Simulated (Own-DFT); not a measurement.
# Two functionals across a range of volumes: L1_0 TiAl, 32 atoms (Al16Ti16)

Calculated, not measured: single-point runs of Own-DFT, a retired in-house plane-wave DFT program that no person has reviewed, on unrelaxed cells, without spin or spin-orbit coupling.

Caveats: forces on such cells failed a check on a denser k mesh; stress not checked against mesh or cutoff.

Each geometry was run with PBE and with PBEsol, otherwise alike: PseudoDojo norm-conserving scalar-relativistic files made for PBE; cutoff 42 hartree; 4 x 4 x 4 k mesh centred on Gamma; cold (Marzari-Vanderbilt) smearing of 0.2 eV. Unstrained cell vectors in Å: (5.622, 5.621, 0.000); (-5.622, 5.621, 0.000); (0.000, 0.000, 8.133). Each has a uniform strain, of which the change of volume is shown, and random moves of rms u per axis.

```
run,volume change (%),u (Å),P with PBE (GPa),P with PBEsol (GPa)
1,-1.74,0.0467,4.05,1.13
2,-0.64,0.0511,2.62,-0.26
3,0.19,0.0546,1.75,-1.09
4,2.45,0.0473,-0.96,-3.70
5,-3.54,0.0489,6.39,3.38
6,-0.67,0.0491,2.73,-0.15
7,-1.94,0.0479,4.22,1.29
8,-2.13,0.0463,4.36,1.42
9,-0.06,0.0499,2.02,-0.83
10,-3.09,0.0491,5.74,2.75
11,-1.63,0.0431,3.76,0.84
12,1.45,0.0486,0.37,?
```

Question: by how much does PBEsol shrink this cell, and what belongs in the blank?

## Worked answer

Write v for the change of volume as a fraction. Fitted to v and u², the PBE pressure has a slope of -121 ± 2 GPa in v, with the ions held to the strained lattice. The difference PBEsol less PBE is -2.85 + 4.5 v GPa (slope ± 0.1) and averages -2.90 GPa. Divided by the mean slope of the two, 119 GPa, that makes PBEsol's volume at a given pressure, near 2 GPa, about 2.4 % smaller, or 0.81 % in lengths. At one volume PBEsol's slope is the smaller by 4 GPa, but its pressure there is lower too. If stiffness rises by about 4 GPa for each GPa, PBEsol at equal pressure is stiffer by about 7 GPa. Files made for PBEsol would give a different shift.

For run 12 the line gives -2.41 GPa. The hidden result is -2.41 GPa.
